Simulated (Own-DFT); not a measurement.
# Biaxial strain at fixed height in diamond-structure SiGeSn with randomly placed atoms, 64 atoms (Ge48Si8Sn8)

Source: density functional calculations with Own-DFT, an unreviewed in-house program that is no longer used. Nothing was measured or relaxed, and spin and spin-orbit coupling are left out.

Settings: PBE; PseudoDojo norm-conserving scalar-relativistic files; cutoff 49 hartree; 3 x 3 x 3 k mesh centred on Gamma; Fermi-Dirac smearing of 0.1 eV.

Limits: forces on such cells moved up to 12 meV/angstrom on a denser k mesh; stress not checked against mesh or cutoff.

Unstrained cell vectors in Å: (11.467, 0.000, 0.000); (0.000, 11.467, 0.000); (0.000, 0.000, 11.467). The unstrained cell has measured lattice constants (interpolated for alloys), not those of this functional. That, the random moves and any unrelaxed bonds set the pressure at no strain. Each run strains x and y alike by e, as a substrate would, and holds the height along z. Each atom got a random Gaussian move of width 0.05 Å along each axis. The random placing of the alloy's atoms differs from row to row. Stress is positive in tension.

```
e (%)  u (Å)  (s_xx + s_yy)/2 (GPa)  s_zz (GPa)
-3.00  0.053                 -10.96       -8.82
-2.75  0.050                 -10.22       -8.75
-2.00  0.050                  -8.90       -7.56
-1.25  0.052                  -7.37       -6.45
-1.00  0.049                  -6.79       -6.23
-0.50  0.049                  -5.77       -5.39
-0.25  0.049                      ?           ?
 0.50  0.054                  -4.46       -4.82
 2.75  0.050                  -0.81       -2.13
 3.00  0.053                  -0.38       -2.07
```

## Worked fit

With e as a fraction, the in-plane stress is -5.1 + 174 e - 626 e² GPa (errors 2 and 138, scatter 0.15), and s_zz is -5.1 + 115 e - 465 e² GPa (slope ± 3, scatter 0.20). At e = 0 the first slope is C11 + C12 and the second 2 C12, both with the ions held to the strained lattice and at the cell's own pressure. The term in e² is negative: the layer stiffens under compression and softens under tension. A free layer would change its height as e changes, and the in-plane slope would drop by 2 C12²/C11 to the biaxial modulus. At fixed height, a misfit of 1 % moves the in-plane stress by about 1.7 GPa and s_zz by 1.1 GPa.

## The run left out

Q: what are the two stresses at e = -0.25 %?

The fit gives -5.5 and -5.3 GPa. The hidden result is -5.43 and -5.37 GPa.
